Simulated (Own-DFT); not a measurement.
# One host, several defects: L1_0 TiAl

Source: density functional calculations with Own-DFT, an unreviewed in-house program that is no longer used. Nothing was measured or relaxed, and spin and spin-orbit coupling are left out.

Settings: PBE; PseudoDojo norm-conserving scalar-relativistic files; cutoff 42 hartree; 4 x 4 x 4 k mesh centred on Gamma; cold (Marzari-Vanderbilt) smearing of 0.2 eV.

Caveats: forces on such cells failed a check on a denser k mesh; stress not checked against mesh or cutoff.

All runs share one cell, with vectors in Å (5.622, 5.622, 0.000); (-5.622, 5.622, 0.000); (0.000, 0.000, 8.133) and a volume of 514.0 Å³. The atoms are randomly displaced, by u rms on each axis. The defect's site can differ from row to row.

| cell | formula | u (Å) | P (GPa) |
|---|---|---|---|
| no defect | Al16Ti16 | 0.0188 | 1.17 |
| no defect | Al16Ti16 | 0.0189 | 1.17 |
| no defect | Al16Ti16 | 0.0558 | 1.93 |
| one Ti vacancy | Al16Ti15 | 0.0271 | 0.43 |
| one Ti vacancy | Al16Ti15 | 0.0307 | 0.65 |
| one Ti vacancy | Al16Ti15 | 0.0329 | 0.51 |
| two Al vacancies | Al14Ti16 | 0.0299 | ? |
| two Al vacancies | Al14Ti16 | 0.0306 | -0.49 |
| two Al vacancies | Al14Ti16 | 0.0459 | -0.40 |
| two Al vacancies | Al14Ti16 | 0.0598 | 0.14 |

## Fit

P = P0 + c u² + a shift for each defect gives P0 = 1.09 GPa, c = 263 ± 33 GPa/Å² and a scatter of 0.10 GPa. The shifts, and each times the cell's volume:

- one Ti vacancy: -0.80 ± 0.08 GPa, -2.6 eV
- two Al vacancies: -1.92 ± 0.08 GPa, -6.2 eV (-3.1 eV for each of its 2 sites)

Against the defect-free cell, a freed cell would be larger where the shift is positive and smaller where it is negative (160.2 GPa Å³ is 1 eV). The atoms around the defects weren't relaxed, which would change these numbers.

## Test on the hidden row

Q: what pressure belongs in the blank (two Al vacancies, u = 0.0299 Å)?

The fitted form gives -0.60 ± 0.12 GPa. The calculation gave -0.79 GPa.
